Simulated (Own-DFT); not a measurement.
# A surface energy from a slab and the bulk: wurtzite GaN, m plane (10-10)

The numbers are computed, not measured, by runs of the plane-wave DFT program Own-DFT (in-house, retired, unreviewed) at fixed positions, with no spin and no spin-orbit coupling.

Known weak points (not all hold for every row): forces not confirmed at this smearing and k mesh; k mesh not checked against a denser one.

Both sets of runs: PBE; PseudoDojo norm-conserving scalar-relativistic files (stringent for Ga); cutoff 96 hartree; Gaussian smearing of 0.01 eV. The slab has 64 atoms in 16 layers, two equal faces of 33.07 Å² as cut, 15 Å of vacuum, a dipole correction along the normal and a 6 x 6 x 1 mesh. The bulk cell has 72 atoms, the same measured lattice constants and a 4 x 4 x 3 mesh. In the slab only the 16 atoms nearest the faces were moved at random; u is their rms move along one axis. Energies are counted from -3520.29 eV for each atom.

| slab run | u (Å) | E (eV, cell) |
|---|---|---|
| 1 | 0.0425 | 8.740 |
| 2 | 0.0502 | 8.786 |
| 3 | 0.0519 | 9.009 |
| 4 | 0.0570 | 9.485 |
| 5 | 0.0913 | 10.457 |
| 6 | 0.0935 | 10.713 |
| 7 | 0.0953 | 11.103 |
| 8 | 0.0991 | 11.474 |
| 9 | 0.1099 | 13.103 |
| 10 | 0.1135 | 12.669 |
| 11 | 0.1152 | 11.618 |
| 12 | 0.1179 | 12.448 |

```
bulk run   u (Å)  E (meV/atom)
       1  0.0193          1.43
       2  0.0199          2.39
       3  0.0216          4.67
       4  0.0441         53.93
       5  0.0477         54.05
       6  0.0518         64.39
       7  0.0531         65.08
       8  0.0968        238.05
       9  0.0978        317.83
      10  0.1022        312.94
```

Asked: what is the energy of the unrelaxed surface?

## Worked answer

Take each set to u = 0 with E = a + b u². Rows are weighted down as u grows, with residuals divided by u² + 0.0006 Å². Slab: a = 8.14 ± 0.11 eV. Bulk: a = -9.6 ± 1.6 meV/atom. The excess is 8.14 - 64 x (-0.0096) = 8.75 ± 0.15 eV. Over two faces that is 132 meV/Å², or 2.12 ± 0.04 J/m². Relaxing the faces would lower the energy, and the unlike meshes and the reach from the smallest u down to zero add errors that aren't counted here.
